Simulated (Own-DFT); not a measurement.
# Response to strain: beta-Si3N4, 112 atoms (N64Si48)

These are calculations, not measurements. They come from Own-DFT, an in-house plane-wave density functional program, since retired, whose code no person has reviewed. Each row is one single-point run on a periodic cell that was not relaxed, without spin or spin-orbit coupling.

Settings of every run: PBE; PseudoDojo norm-conserving scalar-relativistic files; cutoff 42 hartree; 2 x 2 x 4 k mesh centred on Gamma; Fermi-Dirac smearing of 0.1 eV.

Known limits: forces on such cells moved up to 12 meV/angstrom on a denser k mesh; stress not checked against mesh or cutoff.

Unstrained cell vectors in Å: (15.212, 0.000, 0.000); (-7.606, 13.174, 0.000); (0.000, 0.000, 5.818). The unstrained cell has measured lattice constants (interpolated for alloys), not those of this functional. That, the random moves and any unrelaxed bonds set the pressure at no strain. Each run strains this cell uniformly, with the atoms carried along. Every atom was also moved at random, by a Gaussian of width 0.05 Å on each axis. Strain is the symmetric tensor, in per cent. Stress is positive in tension, and the pressure is minus a third of its trace.

| run | e_xx (%) | e_yy (%) | e_zz (%) | e_yz (%) | e_xz (%) | e_xy (%) | s_xx (GPa) | s_yy (GPa) | s_zz (GPa) | s_yz (GPa) | s_xz (GPa) | s_xy (GPa) | P (GPa) | E (meV/atom) |
|---|---|---|---|---|---|---|---|---|---|---|---|---|---|---|
| 1 | 0.76 | 1.86 | 0.35 | -0.79 | 0.24 | 1.10 | 0.80 | 1.99 | -6.90 | -2.92 | 0.29 | 4.17 | 1.37 | 33.4 |
| 2 | 1.96 | 1.07 | -1.43 | 1.58 | 1.67 | 1.31 | 2.48 | -1.15 | -17.94 | 5.54 | 6.28 | 5.58 | 5.53 | 45.6 |
| 3 | -0.21 | 0.43 | 1.47 | 1.11 | 1.17 | 0.27 | -7.90 | -6.53 | 0.71 | 4.12 | 2.65 | -0.35 | 4.57 | 38.8 |
| 4 | -1.50 | -0.76 | -0.18 | 0.13 | -0.79 | 1.49 | -19.96 | -13.31 | -12.14 | -1.48 | -1.82 | 7.77 | 15.14 | 44.3 |
| 5 | -0.94 | 0.03 | 1.90 | 1.64 | -1.20 | 0.41 | -13.35 | -5.81 | -0.23 | 5.95 | -3.97 | 1.51 | 6.47 | 47.5 |
| 6 | 0.80 | 0.90 | 0.94 | -0.87 | 0.63 | 0.65 | -1.38 | -0.49 | -0.82 | -1.38 | 1.53 | 2.64 | 0.90 | 0.0 |
| 7 | 0.01 | -0.53 | 1.71 | -0.97 | 0.34 | 0.60 | -6.67 | -6.48 | -3.13 | -3.87 | -0.12 | 0.93 | 5.43 | 34.8 |
| 8 | 0.76 | -1.64 | 0.33 | 0.51 | -1.87 | -1.22 | -6.09 | -12.15 | -10.96 | 2.77 | -6.50 | -5.55 | 9.73 | 34.5 |
| 9 | 0.35 | 0.01 | 0.62 | -1.82 | -2.00 | -0.73 | -4.07 | -7.05 | -6.38 | -5.50 | -5.72 | -2.80 | 5.83 | 34.7 |
| 10 | 0.21 | 1.17 | -0.34 | -0.12 | -1.05 | 1.85 | -2.56 | -2.87 | -10.97 | -0.38 | -1.73 | 7.97 | 5.47 | 20.7 |
| 11 | 1.39 | 1.03 | -0.34 | 0.03 | 0.57 | 1.48 | -1.30 | 0.18 | -8.37 | 0.20 | -0.14 | 6.25 | 3.16 | 16.8 |
| 12 | -1.14 | 0.88 | 0.01 | -0.79 | -1.97 | -1.57 | -15.19 | -4.45 | -8.21 | -2.46 | -6.51 | -5.07 | 9.28 | 39.1 |
| 13 | 0.47 | 0.98 | 1.80 | 1.15 | -1.54 | -1.94 | -2.60 | -0.29 | 2.22 | 3.75 | -4.97 | -8.39 | 0.22 | 13.4 |
| 14 | 0.00 | -1.51 | -0.14 | 0.67 | 2.00 | -1.55 | -10.33 | -17.94 | -11.39 | 2.16 | 6.91 | -4.77 | 13.22 | 51.7 |
| 15 | -1.70 | -0.70 | 0.59 | 0.80 | -1.74 | -0.76 | -15.61 | -14.19 | -7.67 | 1.98 | -4.80 | -3.70 | 12.49 | 27.0 |
| 16 | 1.86 | -1.57 | -1.68 | -1.57 | -0.27 | -0.32 | -1.52 | -15.76 | -20.86 | -4.05 | -0.71 | -1.41 | 12.71 | 40.8 |
| 17 | -0.76 | 1.29 | 0.91 | 0.18 | 0.82 | 1.47 | ? | ? | ? | ? | ? | ? | ? | ? |

E is the free energy for each atom above the lowest run shown.

## Worked fit

Each stress component was fitted by least squares to a constant and the strains of the runs shown, as fractions, with shears doubled. Shear strains stay in the fit of a normal stress only where such slopes are resolved. The slopes, in GPa:

```
stress,at no strain,per e_xx,per e_yy,per e_zz,scatter
s_xx,-8.2,567 ± 48,150 ± 43,97 ± 50,1.77
s_yy,-8.0,168 ± 41,486 ± 36,147 ± 42,1.49
s_zz,-9.8,14 ± 41,134 ± 37,567 ± 43,1.51
```

Each shear stress against twice its own strain: yz 165 ± 10, xz 151 ± 11, xy 194 ± 10 GPa. These are stiffnesses along x, y and z of the frame in which the cell vectors are given, which need not be the crystal's axes. The atoms are held to the strained lattice; where symmetry lets them move under strain, relaxing them would lower some slopes. The table should be nearly symmetric about its diagonal, and what it lacks of that shows the noise. A ninth of its sum, 259 ± 8 GPa, estimates the bulk modulus near the mean pressure of these runs, 7.0 GPa, so it lies above the value at zero pressure.

## Withheld run

Question: what normal stresses and pressure should run 17 give?

The fit gives s_xx = -9.7, s_yy = -1.7, s_zz = -3.1 and P = 4.8 GPa. The calculation gave -7.17, -0.29, -4.93 and P = 4.13 GPa.
